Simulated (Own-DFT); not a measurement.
Simulation results for AlN (wurtzite, atoms displaced)

A calculation, not a measurement: plane-wave PBE density functional theory by an unreviewed code, no spin, of a simulated periodic cell, stress positive in tension, free energy of the whole cell less one offset for each atom, forces on such cells passed a denser k mesh, this cell's mesh not checked; offsets are fitted by least squares, one for each functional and potential file, so energies compare only between cells with the same atoms and settings and are not formation energies; the far tail of each file's local potential was reset to the Coulomb form; each entry is a single point on an unrelaxed cell, so the pressure reflects the starting lattice, mostly measured values (interpolated for alloys), from which strain is counted, and rises with the displacements; printed positions are rounded, which can move forces by about a meV/angstrom; the program, named Own-DFT, is a retired in-house code; no spin-orbit coupling. Program: Own-DFT development build.

Settings shared by all entries: functional PBE; potential files PseudoDojo norm-conserving, scalar-relativistic, standard set; wave cutoff 42 hartree; occupations Fermi-Dirac; smearing width 0.1 eV; hardware one NVIDIA H100; k mesh 2 x 2 x 2 centred on Gamma.

(1) AlN (wurtzite, atoms displaced)

```
AlN
1.0
     12.4480     0.0000     0.0000
     -6.2240    10.7803     0.0000
      0.0000     0.0000     9.9640
Al N Al N Al N Al N Al N Al N Al N Al N Al N Al N Al N Al N Al N Al N Al N Al N Al N Al N Al N Al N Al N Al N Al N Al N Al N Al N Al N Al N Al N Al N Al N Al N
2 2 2 2 2 2 2 2 2 2 2 2 2 2 2 2 2 2 2 2 2 2 2 2 2 2 2 2 2 2 2 2 2 2 2 2 2 2 2 2 2 2 2 2 2 2 2 2 2 2 2 2 2 2 2 2 2 2 2 2 2 2 2 2
Direct
  0.08385 0.16504 0.00080
  0.16642 0.08372 0.24831
  0.08206 0.16822 0.19254
  0.16892 0.08419 0.44122
  0.08332 0.16996 0.50207
  0.16687 0.08375 0.74949
  0.08594 0.16681 0.68922
  0.16291 0.08487 0.94373
  0.08389 0.41676 0.99911
  0.16693 0.33254 0.24577
  0.08739 0.41986 0.19139
  0.16775 0.33513 0.43905
  0.08322 0.41209 0.49732
  0.16819 0.33212 0.75050
  0.08123 0.41295 0.69095
  0.16699 0.33351 0.94537
  0.08583 0.66872 0.99758
  0.16810 0.58397 0.25015
  0.08332 0.66631 0.18820
  0.16610 0.58173 0.44513
  0.08079 0.66536 0.50039
  0.16652 0.58383 0.75438
  0.08451 0.66900 0.69099
  0.16711 0.58432 0.94180
  0.08120 0.91524 0.00072
  0.16671 0.83395 0.25218
  0.08347 0.91629 0.18862
  0.16875 0.82960 0.44037
  0.08736 0.91867 0.49643
  0.16699 0.83454 0.74922
  0.08530 0.91929 0.69416
  0.16242 0.83128 0.94381
  0.33330 0.16521 0.99950
  0.41642 0.08538 0.25075
  0.33355 0.16672 0.19218
  0.41751 0.08521 0.44046
  0.33218 0.16540 0.50234
  0.41517 0.08480 0.74934
  0.33017 0.16465 0.69080
  0.41419 0.08382 0.94301
  0.33120 0.41340 0.00060
  0.41371 0.33575 0.24907
  0.33348 0.41626 0.18648
  0.41837 0.33192 0.44156
  0.33184 0.41795 0.50103
  0.41842 0.33615 0.75154
  0.33495 0.41756 0.69122
  0.41714 0.33270 0.94277
  0.33620 0.67049 0.99560
  0.41541 0.58269 0.25096
  0.33368 0.66776 0.19313
  0.41486 0.58381 0.43811
  0.33108 0.66737 0.49777
  0.41693 0.58353 0.74923
  0.33211 0.66564 0.68940
  0.41486 0.58368 0.93976
  0.33238 0.91541 0.99765
  0.41610 0.83259 0.24977
  0.33161 0.91485 0.19186
  0.41724 0.83505 0.44175
  0.33440 0.91648 0.49900
  0.41755 0.83086 0.74898
  0.33697 0.91924 0.69310
  0.41775 0.83660 0.94252
  0.58192 0.16590 0.00348
  0.67140 0.08695 0.25047
  0.58277 0.16526 0.19168
  0.66660 0.08457 0.44292
  0.58207 0.16296 0.50069
  0.66618 0.08441 0.75089
  0.58362 0.16705 0.69004
  0.66750 0.08602 0.94414
  0.58271 0.41593 0.00220
  0.66705 0.33432 0.24968
  0.58245 0.41592 0.19300
  0.66569 0.33408 0.43927
  0.58239 0.41607 0.49791
  0.66551 0.33342 0.75515
  0.58368 0.41816 0.69389
  0.66491 0.33227 0.93950
  0.58730 0.67119 0.99898
  0.66476 0.58107 0.25241
  0.58150 0.66825 0.19429
  0.66933 0.58375 0.44292
  0.58349 0.66687 0.49838
  0.66582 0.58515 0.75269
  0.58135 0.66620 0.69109
  0.66500 0.58612 0.94417
  0.58263 0.91556 0.99949
  0.66953 0.83483 0.24797
  0.58322 0.91570 0.19106
  0.66616 0.83435 0.43995
  0.58299 0.91671 0.49971
  0.66932 0.83649 0.75079
  0.58211 0.91611 0.69381
  0.66724 0.83515 0.94117
  0.83130 0.16752 0.99849
  0.91648 0.08575 0.24942
  0.83332 0.16680 0.18897
  0.91675 0.08084 0.44112
  0.83217 0.16792 0.49800
  0.91488 0.08419 0.74699
  0.83399 0.16730 0.69331
  0.91303 0.08110 0.93881
  0.83274 0.41635 0.99882
  0.91541 0.33558 0.25167
  0.83410 0.41656 0.19264
  0.91976 0.33549 0.44198
  0.83414 0.41655 0.49966
  0.91566 0.33263 0.75044
  0.83018 0.41439 0.68848
  0.91512 0.33391 0.94153
  0.83558 0.66832 0.00339
  0.91775 0.58395 0.25060
  0.83310 0.67004 0.19067
  0.91624 0.58449 0.43681
  0.83485 0.66891 0.50103
  0.91928 0.58555 0.74750
  0.83023 0.66752 0.68980
  0.91672 0.58391 0.94362
  0.83355 0.91835 0.99853
  0.91863 0.83343 0.25055
  0.83387 0.91673 0.18851
  0.91882 0.83546 0.44117
  0.83360 0.91825 0.49749
  0.91563 0.83858 0.74881
  0.83287 0.91522 0.69275
  0.91764 0.83455 0.94132
```

| Quantity | Value |
| --- | --- |
| free energy of cell above offsets | -62.414 eV |
| pressure | 3.73 GPa |
| stress xx | -4.48 GPa |
| stress yy | -3.51 GPa |
| stress zz | -3.2 GPa |
| stress yz | 0.06 GPa |
| stress xz | 0.06 GPa |
| stress xy | 0.2 GPa |
| wall time | 379 s |

Force:
```csv
element,x (eV/Å),y (eV/Å),z (eV/Å)
Al,-1.349,0.338,0.101
Al,0.04,-0.012,0.253
N,0.351,-0.47,-0.277
N,-0.638,0.1,-0.298
Al,0.678,-0.609,-0.667
Al,-0.155,-0.069,0.518
N,-0.765,0.015,0.369
N,1.365,-0.559,-0.521
Al,-0.275,0.134,0.349
Al,-0.15,0.522,0.394
N,-0.687,-0.702,-0.111
N,0.361,-0.595,-0.216
Al,-0.278,1.222,0.743
Al,-0.378,0.268,0.304
N,0.255,0.495,0.177
N,-0.172,-0.448,-0.81
Al,-0.505,-0.662,0.668
Al,-0.315,0.258,0.235
N,0.044,0.131,0.493
N,-0.468,-0.103,-0.666
Al,0.581,-0.232,-0.11
Al,0.098,-0.454,-1.049
N,0.084,-0.318,0.032
N,0.191,-0.008,-0.097
Al,0.057,0.4,-0.267
Al,0.223,-0.434,-0.725
N,0.011,0.219,0.712
N,-0.755,0.654,0.323
Al,-0.21,-0.308,0.737
Al,0.14,0.25,0.365
N,-0.213,-0.45,-0.833
N,0.727,0.766,-0.873
Al,-0.736,0.261,0.407
Al,0.262,-0.592,-0.09
N,-0.381,0.299,-0.355
N,-0.072,-0.571,0.265
Al,0.283,0.418,-0.413
Al,0.545,-0.029,0.284
N,0.357,0.812,0.348
N,0.631,-0.283,-0.471
Al,0.326,0.967,-0.507
Al,0.989,-0.722,0.392
N,-0.362,0.248,0.793
N,-1.15,0.346,-0.113
Al,0.806,-0.114,-0.202
Al,0.112,-0.554,-0.129
N,-0.332,-0.19,-0.006
N,-0.203,-0.089,-0.211
Al,-0.125,-0.614,1.014
Al,-0.076,0.261,-0.582
N,0.073,-0.182,-0.644
N,0.287,-0.131,0.666
Al,0.374,-0.013,0.272
Al,-0.218,0.082,0.191
N,-0.013,0.026,0.236
N,0.567,-0.034,0.162
Al,-0.559,0.292,0.663
Al,0.101,0.374,0.047
N,0.113,0.562,-0.207
N,0.197,-0.235,-0.101
Al,-0.071,0.363,0.333
Al,-0.551,0.384,0.172
N,-0.399,-0.584,-0.278
N,0.145,-0.44,-0.654
Al,-0.121,-0.022,-0.352
Al,-0.849,-1.035,-0.147
N,0.075,0.435,0.187
N,0.451,-0.283,-0.416
Al,-0.505,1.195,-0.08
Al,-0.049,-0.131,0.219
N,-0.265,0.016,0.381
N,-0.382,-0.601,-0.548
Al,-0.115,0.506,-0.15
Al,-0.084,-0.356,0.245
N,-0.102,0.045,-0.285
N,0.609,-0.424,0.256
Al,0.391,0.171,0.722
Al,-0.063,0.021,-1.29
N,0.061,-0.134,-0.326
N,0.141,0.114,1.052
Al,-0.997,-0.729,0.661
Al,-0.034,0.765,-0.283
N,0.619,-0.382,-0.479
N,-0.588,0.014,-0.266
Al,-0.069,-0.048,0.119
Al,0.11,-0.194,-0.148
N,0.233,0.573,-0.156
N,0.968,-0.492,-0.176
Al,0.041,0.702,0.418
Al,-0.505,-0.165,0.248
N,0.046,0.555,0.06
N,0.313,0.043,0.149
Al,0.074,-0.051,0.198
Al,-0.48,-0.788,-0.143
N,0.48,0.382,-0.451
N,0.033,0.068,-0.216
Al,0.644,-0.067,0.052
Al,0.273,-0.646,-0.044
N,0.151,0.666,0.402
N,-0.549,1.107,-0.03
Al,0.518,-0.143,0.572
Al,0.739,-0.102,0.47
N,-0.46,-0.16,-0.757
N,0.346,0.911,0.054
Al,-0.13,0.275,0.318
Al,1.063,-0.131,-0.411
N,-0.505,0.164,-0.45
N,-0.525,-0.633,-0.337
Al,-0.659,0.087,-0.159
Al,-0.067,0.295,-0.058
N,0.431,0.584,0.538
N,0.42,0.049,-0.103
Al,-0.488,-0.033,-0.595
Al,-0.23,0.266,-0.745
N,0.335,-0.84,0.488
N,0.143,-0.166,0.954
Al,-0.095,-0.154,-0.125
Al,-0.931,-0.359,0.514
N,0.781,0.337,0.388
N,0.086,-0.145,-0.676
Al,0.272,-0.311,0.215
Al,-0.508,0.315,-0.128
N,0.243,0.42,0.394
N,0.087,-0.004,0.014
Al,0.102,-0.713,0.42
Al,1.376,-1.156,0.446
N,-0.664,0.997,-0.901
N,-0.456,-0.14,-0.259
```

(2) AlN (wurtzite, atoms displaced)

```
AlN
1.0
     12.4480     0.0000     0.0000
     -6.2240    10.7803     0.0000
      0.0000     0.0000     9.9640
Al N Al N Al N Al N Al N Al N Al N Al N Al N Al N Al N Al N Al N Al N Al N Al N Al N Al N Al N Al N Al N Al N Al N Al N Al N Al N Al N Al N Al N Al N Al N Al N
2 2 2 2 2 2 2 2 2 2 2 2 2 2 2 2 2 2 2 2 2 2 2 2 2 2 2 2 2 2 2 2 2 2 2 2 2 2 2 2 2 2 2 2 2 2 2 2 2 2 2 2 2 2 2 2 2 2 2 2 2 2 2 2
Direct
  0.08553 0.16931 0.00217
  0.16645 0.08339 0.25093
  0.08333 0.16615 0.19003
  0.16802 0.08380 0.44209
  0.08243 0.16594 0.49595
  0.16796 0.08451 0.75118
  0.08392 0.16761 0.68836
  0.16456 0.08317 0.93943
  0.08384 0.41337 0.00093
  0.16775 0.33335 0.24829
  0.08225 0.41536 0.19069
  0.16862 0.33348 0.44069
  0.08272 0.41542 0.50062
  0.16479 0.33176 0.74811
  0.08434 0.41493 0.68941
  0.16500 0.33223 0.94183
  0.08208 0.66669 0.00188
  0.16653 0.58292 0.24956
  0.08208 0.66828 0.18977
  0.16275 0.57958 0.44336
  0.08490 0.67158 0.49912
  0.16375 0.58186 0.75051
  0.08108 0.66458 0.69225
  0.16632 0.58264 0.94116
  0.08697 0.91703 0.00274
  0.16665 0.83326 0.25254
  0.08475 0.91763 0.18904
  0.16597 0.83458 0.44067
  0.08333 0.91597 0.50142
  0.16718 0.83487 0.74775
  0.07979 0.91715 0.69285
  0.16416 0.83292 0.93896
  0.33422 0.16904 0.00164
  0.41878 0.08339 0.24882
  0.33462 0.16614 0.19078
  0.41208 0.08151 0.43673
  0.33472 0.16986 0.50207
  0.41514 0.07846 0.75006
  0.33599 0.16797 0.68938
  0.41253 0.07997 0.94332
  0.33474 0.41807 0.99788
  0.41598 0.33109 0.24659
  0.33278 0.41573 0.19035
  0.41552 0.33153 0.44085
  0.33325 0.41664 0.49757
  0.41404 0.33196 0.75142
  0.32995 0.41484 0.69329
  0.41655 0.33476 0.94505
  0.33263 0.66523 0.99761
  0.41667 0.58422 0.25010
  0.33405 0.66677 0.19057
  0.41542 0.58336 0.44170
  0.33253 0.66743 0.50414
  0.41732 0.58443 0.75359
  0.33418 0.66739 0.69280
  0.41903 0.58464 0.93943
  0.33228 0.91979 0.99972
  0.42042 0.83399 0.24950
  0.33166 0.91872 0.19269
  0.41774 0.83543 0.44023
  0.33219 0.91584 0.49777
  0.41736 0.83407 0.75190
  0.33472 0.91868 0.68924
  0.41631 0.83340 0.94269
  0.58355 0.16586 0.00071
  0.66912 0.08746 0.25153
  0.58501 0.16646 0.19283
  0.66877 0.08545 0.43950
  0.58408 0.16789 0.49847
  0.66453 0.08111 0.75299
  0.58482 0.16579 0.69075
  0.66643 0.08117 0.94152
  0.58351 0.41659 0.99850
  0.66722 0.33434 0.24946
  0.58111 0.41326 0.19081
  0.66473 0.33299 0.44302
  0.58199 0.41891 0.50228
  0.66800 0.33468 0.74895
  0.58441 0.41774 0.69022
  0.66788 0.33463 0.93643
  0.58369 0.66672 0.00043
  0.66752 0.58318 0.25135
  0.58425 0.66791 0.18977
  0.66681 0.58361 0.44263
  0.58030 0.66336 0.49975
  0.66693 0.58353 0.74900
  0.58415 0.66604 0.69092
  0.67035 0.58781 0.94061
  0.58546 0.91834 0.00619
  0.66497 0.83436 0.25104
  0.58354 0.91740 0.18902
  0.67049 0.83336 0.44198
  0.58212 0.91537 0.50085
  0.67083 0.83435 0.75140
  0.58436 0.91587 0.68687
  0.66683 0.83636 0.94205
  0.83262 0.17040 0.99793
  0.91759 0.08727 0.24846
  0.83568 0.16800 0.19193
  0.91571 0.08080 0.44070
  0.83320 0.16428 0.50286
  0.91880 0.08339 0.74904
  0.83287 0.16782 0.69154
  0.91509 0.08105 0.94014
  0.83418 0.41726 0.00002
  0.91977 0.33269 0.24960
  0.83291 0.41530 0.19195
  0.91635 0.33262 0.44086
  0.83436 0.41885 0.49780
  0.91806 0.33460 0.74569
  0.83459 0.41760 0.69076
  0.91676 0.33455 0.94032
  0.83011 0.66263 0.00159
  0.92109 0.59010 0.24945
  0.83318 0.66926 0.19098
  0.91719 0.58521 0.43968
  0.83133 0.66498 0.49786
  0.91526 0.58294 0.75057
  0.83177 0.66747 0.68958
  0.91518 0.58203 0.93959
  0.83391 0.91323 0.00231
  0.91590 0.83148 0.25020
  0.83202 0.91741 0.19218
  0.91818 0.83575 0.43939
  0.83124 0.91772 0.49951
  0.91501 0.83341 0.75266
  0.83238 0.91595 0.69121
  0.91953 0.83220 0.93821
```

| Quantity | Value |
| --- | --- |
| free energy of cell above offsets | -62.488 eV |
| pressure | 3.72 GPa |
| stress xx | -3.49 GPa |
| stress yy | -3.57 GPa |
| stress zz | -4.11 GPa |
| stress yz | 0.08 GPa |
| stress xz | 0.07 GPa |
| stress xy | -0.17 GPa |
| wall time | 369.9 s |

Force:
```csv
element,x (eV/Å),y (eV/Å),z (eV/Å)
Al,-0.545,-1.039,-0.59
Al,0.351,-0.093,0.074
N,0.096,0.3,0.408
N,-0.142,-0.098,-0.181
Al,0.28,-0.019,0.497
Al,-0.268,-0.085,-0.434
N,0.141,-0.253,-0.017
N,0.68,0.41,0.502
Al,-0.748,0.62,-0.223
Al,-0.101,-0.034,0.344
N,0.546,0.391,-0.032
N,-0.537,-0.085,-0.373
Al,0.047,-0.268,-0.207
Al,0.117,-0.071,0.339
N,-0.396,0.401,0.228
N,0.632,0.352,-0.341
Al,0.131,0.03,-0.789
Al,-0.06,0.027,0.203
N,0.849,0.028,0.317
N,0.252,1.124,-0.423
Al,0.009,-1.231,0.459
Al,0.425,0.06,-0.075
N,0.139,0.67,-0.407
N,-0.156,-0.241,0.191
Al,-0.929,0.064,-0.746
Al,-0.084,0.504,-0.568
N,-0.161,-0.285,0.683
N,0.288,-0.15,0.209
Al,-0.645,0.53,0.101
Al,-0.421,-0.331,0.319
N,0.899,0.05,-0.41
N,0.823,-0.066,0.081
Al,-0.319,-0.654,-0.167
Al,-0.505,0.046,0.185
N,-0.333,-0.07,-0.12
N,0.77,0.457,0.782
Al,0.099,-0.821,-0.522
Al,0.04,1.468,0.063
N,-0.121,-0.422,0.74
N,0.468,1.298,-0.537
Al,-0.505,-0.048,0.347
Al,-0.208,0.167,0.616
N,0.149,0.39,-0.144
N,-0.017,0.859,-0.294
Al,0.071,-0.163,0.596
Al,0.419,0.413,-0.1
N,0.554,0.524,-0.308
N,0.297,-0.134,-0.761
Al,-0.057,0.424,0.274
Al,0.201,-0.284,-0.056
N,-0.224,-0.017,-0.063
N,-0.067,0.07,-0.167
Al,-0.07,-0.161,-0.522
Al,0.166,-0.257,-0.919
N,-0.368,-0.099,0.155
N,-0.256,-0.239,0.566
Al,0.229,-1.435,0.51
Al,-1.131,0.055,-0.162
N,0.796,-0.683,-0.283
N,-0.053,-0.667,0.004
Al,0.146,0.624,-0.017
Al,0.252,0.042,-0.063
N,-0.087,-1.009,-0.117
N,-0.005,0.317,0.017
Al,-0.197,0.132,-0.252
Al,0.443,-0.56,-0.085
N,-0.266,0.31,-0.563
N,-0.185,-0.568,0.277
Al,-0.344,-0.533,0.193
Al,0.462,0.157,-0.628
N,-0.55,-0.029,0.143
N,-0.484,0.492,0.24
Al,0.21,0.356,0.092
Al,0.129,-0.148,0.478
N,0.244,0.857,-0.251
N,0.091,0.554,-0.352
Al,0.361,-0.664,-0.377
Al,0.033,-0.388,-0.458
N,-0.482,-0.251,0.53
N,-0.187,-0.4,0.867
Al,0.074,0.619,-0.153
Al,-0.416,-0.198,-0.17
N,-0.085,-0.336,0.425
N,-0.316,-0.217,-0.549
Al,0.278,0.834,0.27
Al,0.048,0.112,0.095
N,-0.393,0.061,0.085
N,-0.697,-1.152,-0.024
Al,-0.308,-0.44,-1.297
Al,0.742,-0.001,-0.004
N,0.092,0.446,1.156
N,-1.493,-0.552,-0.3
Al,0.517,0.473,-0.417
Al,-0.933,-0.251,-0.051
N,-0.182,-0.067,0.951
N,0.379,-0.686,-0.003
Al,0.923,-0.854,0.123
Al,0.339,-1.086,0.15
N,-0.569,0.083,-0.588
N,-0.17,0.737,-0.195
Al,-0.187,0.459,-0.332
Al,-0.435,-0.001,0.319
N,0.249,-0.432,0.205
N,0.109,0.575,0.327
Al,-0.062,-0.121,0.087
Al,-0.958,0.188,0.373
N,0.174,0.721,-0.075
N,0.109,-0.083,0.102
Al,0.011,-0.403,0.128
Al,-0.161,-0.206,0.53
N,-0.121,0.071,-0.359
N,0.215,0.122,-0.269
Al,0.735,1.153,-0.388
Al,-0.601,-1.46,0.104
N,0.232,-0.764,0.002
N,0.114,0.118,-0.078
Al,0.227,0.941,0.479
Al,-0.225,0.237,-0.237
N,0.427,-0.172,-0.034
N,0.1,0.156,0.498
Al,-0.119,0.602,-0.28
Al,-0.281,1.212,0.013
N,0.336,-0.045,0.018
N,-0.082,-0.57,0.25
Al,1.142,-0.351,0.228
Al,0.18,-0.161,-0.533
N,0.332,0.395,-0.248
N,-0.412,-0.226,1.138
```
